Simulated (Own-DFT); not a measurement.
Simulation results for AlN (wurtzite, atoms displaced)

All values are calculated (Own-DFT development build). A calculation, not a measurement: plane-wave PBE density functional theory by an unreviewed code, no spin, of a simulated periodic cell, stress positive in tension, free energy of the whole cell less one offset for each atom, some atoms lie very close together; forces on such cells moved up to 12 meV/angstrom on a denser k mesh; offsets are fitted by least squares, one for each functional and potential file, so energies compare only between cells with the same atoms and settings and are not formation energies; the far tail of each file's local potential was reset to the Coulomb form; each entry is a single point on an unrelaxed cell, so the pressure reflects the starting lattice, mostly measured values (interpolated for alloys), from which strain is counted, and rises with the displacements; printed positions are rounded, which can move forces by about a meV/angstrom; the program, named Own-DFT, is a retired in-house code; no spin-orbit coupling; before rounding, a Quantum ESPRESSO 7.3.1 run of the same cell and cutoff gave forces within 1 meV/angstrom rms on each cell, which checks the program and not the settings.

```json
{"formula": "AlN", "kind": "wurtzite, atoms displaced", "structure": {"cell_angstrom": [[9.336, 0.0, 0.0], [-4.668, 8.0852, 0.0], [0.0, 0.0, 9.964]], "atoms_fractional": [["Al", 0.09673, 0.22133, 0.00658], ["Al", 0.25377, 0.10199, 0.23871], ["N", 0.11806, 0.23562, 0.18613], ["N", 0.21542, 0.10942, 0.46247], ["Al", 0.10771, 0.20807, 0.49215], ["Al", 0.19661, 0.12318, 0.71745], ["N", 0.10883, 0.23548, 0.6782], ["N", 0.23998, 0.11276, 0.94497], ["Al", 0.08916, 0.54137, 0.98479], ["Al", 0.24051, 0.44922, 0.24129], ["N", 0.13757, 0.57062, 0.19539], ["N", 0.20781, 0.42988, 0.41185], ["Al", 0.07884, 0.54904, 0.5081], ["Al", 0.21452, 0.4382, 0.77124], ["N", 0.1188, 0.56434, 0.68652], ["N", 0.21745, 0.4515, 0.93227], ["Al", 0.11298, 0.87898, 0.98999], ["Al", 0.23864, 0.79564, 0.25382], ["N", 0.12018, 0.88004, 0.21131], ["N", 0.25111, 0.7736, 0.45337], ["Al", 0.11534, 0.87179, 0.51409], ["Al", 0.24176, 0.78351, 0.75282], ["N", 0.12152, 0.87468, 0.67989], ["N", 0.21174, 0.77386, 0.94743], ["Al", 0.44709, 0.22989, 0.00029], ["Al", 0.52352, 0.07389, 0.23855], ["N", 0.4694, 0.24269, 0.18238], ["N", 0.5738, 0.12571, 0.43152], ["Al", 0.43252, 0.22789, 0.48602], ["Al", 0.55731, 0.12691, 0.72366], ["N", 0.45297, 0.20703, 0.70198], ["N", 0.56089, 0.12105, 0.95637], ["Al", 0.4588, 0.55433, 0.0239], ["Al", 0.56218, 0.44053, 0.2683], ["N", 0.46186, 0.52553, 0.18747], ["N", 0.56113, 0.46555, 0.44509], ["Al", 0.45166, 0.58445, 0.49634], ["Al", 0.58538, 0.46335, 0.75908], ["N", 0.41108, 0.54693, 0.70207], ["N", 0.54631, 0.41822, 0.95482], ["Al", 0.45986, 0.8944, 0.04169], ["Al", 0.55524, 0.75349, 0.24394], ["N", 0.45329, 0.91966, 0.20437], ["N", 0.57161, 0.79234, 0.44431], ["Al", 0.41301, 0.84157, 0.49076], ["Al", 0.53618, 0.80487, 0.75369], ["N", 0.45767, 0.91888, 0.68462], ["N", 0.53048, 0.76793, 0.95973], ["Al", 0.75096, 0.21012, 0.00525], ["Al", 0.88104, 0.12721, 0.25349], ["N", 0.76659, 0.21809, 0.18345], ["N", 0.85971, 0.10469, 0.42484], ["Al", 0.76668, 0.22441, 0.51455], ["Al", 0.84751, 0.09332, 0.73282], ["N", 0.77847, 0.26252, 0.69234], ["N", 0.91705, 0.12126, 0.94295], ["Al", 0.75791, 0.53367, 0.00375], ["Al", 0.88329, 0.45185, 0.27817], ["N", 0.77646, 0.57796, 0.18897], ["N", 0.92384, 0.45481, 0.45564], ["Al", 0.74938, 0.56304, 0.50917], ["Al", 0.87817, 0.41282, 0.75612], ["N", 0.76982, 0.53519, 0.68167], ["N", 0.85858, 0.43825, 0.91434], ["Al", 0.78829, 0.91261, 0.9889], ["Al", 0.89818, 0.80699, 0.25966], ["N", 0.76898, 0.87559, 0.18815], ["N", 0.90816, 0.80724, 0.43864], ["Al", 0.79218, 0.93209, 0.52337], ["Al", 0.90811, 0.77268, 0.74024], ["N", 0.725, 0.8496, 0.70004], ["N", 0.87274, 0.7785, 0.91833]]}, "settings": {"functional": "PBE", "potential_files": "PseudoDojo norm-conserving, scalar-relativistic, standard set", "wave_cutoff [hartree]": 42.0, "occupations": "Fermi-Dirac", "smearing_width [eV]": 0.1, "k_mesh": "3 x 3 x 2 centred on Gamma"}, "results": {"stress_xx [GPa]": null}}
```

**Q.** AlN (wurtzite, atoms displaced): stress xx?
**A.** -26.75 GPa

Further results for AlN (wurtzite, atoms displaced):

* free energy of cell above offsets: 23.113 eV
* pressure: 24.99 GPa
* stress yy: -26.28 GPa
* stress zz: -21.94 GPa
* stress yz: -7.81 GPa
* stress xz: -5.45 GPa
* stress xy: -5.09 GPa

Force:
```
element  x (eV/Å)  y (eV/Å)  z (eV/Å)
     Al     8.025     4.115     1.343
     Al    -4.477      1.97     0.026
      N     0.108    -2.947      1.23
      N     2.908    -2.719    -2.035
     Al     -3.93     4.597    -1.749
     Al     7.967    -2.909     3.568
      N     -4.91    -0.716    -0.605
      N    -4.023    -1.577    -0.654
     Al     0.384     1.695     2.046
     Al    -1.616    -0.551    -1.091
      N    -1.743    -0.058    -1.356
      N      1.24     0.984     5.617
     Al     23.09     14.09     8.682
     Al     -1.38     0.385    -7.117
      N    -0.654    -1.161     2.326
      N     0.443    -1.241      7.96
     Al    -3.219     2.594     0.766
     Al     1.036    -5.255     1.136
      N    -2.655     2.142    -2.141
      N    -25.69    -10.38    -8.257
     Al     0.167     1.327    -6.064
     Al    -1.339    -0.471     1.227
      N    -1.848     1.646     4.826
      N     3.314     -1.29    -1.261
     Al     0.357    -6.873     0.413
     Al     1.229     41.38     12.24
      N    -0.406    -3.317     2.887
      N     -3.86    -0.993    -0.196
     Al     3.565     0.213     2.766
     Al     7.388    -3.497     4.331
      N    -13.32     7.509    -3.698
      N    -3.607     -5.24    -2.605
     Al    -1.354    -0.736     -7.25
     Al     2.903      0.14    -1.577
      N     -4.65     3.329     3.573
      N    -3.489    -3.256    -0.573
     Al     -1.37    -4.944     2.127
     Al    -5.793    -3.562       1.5
      N     4.677     3.027    -2.209
      N    -1.239     9.284    -4.066
     Al     -2.07    -0.439    -8.751
     Al     0.513     1.307     1.419
      N     2.429    -37.62     -5.99
      N    -0.153    -0.169    -1.806
     Al     23.24     14.71     8.388
     Al    -0.279    -6.034     3.532
      N     -1.12    -2.699    -1.502
      N      1.97     1.615     -0.61
     Al     5.986      4.16     0.317
     Al     1.913    -0.696    -3.444
      N    -0.219     1.452     1.857
      N     1.626     2.956     4.494
     Al     1.048     1.839    -3.647
     Al     2.427     2.134     3.468
      N    -0.923    -24.46    -10.36
      N    -9.056    -3.042    -5.096
     Al     0.794     2.942     0.504
     Al     1.172     0.098    -3.702
      N     2.303    -1.297      2.03
      N    -23.04    -15.29     -10.2
     Al     5.539      3.42    -0.073
     Al     4.379     23.25     4.165
      N     2.469     3.594     0.154
      N     1.838     0.014     8.127
     Al     0.199    -4.179      1.42
     Al     1.364    -2.029    -1.344
      N    -0.979     3.166     -1.38
      N    -1.212    -1.694     3.646
     Al     0.301     -6.43    -2.638
     Al    -1.676     -1.79     0.405
      N     5.563       4.8    -1.879
      N     1.437    -0.339     2.404
```
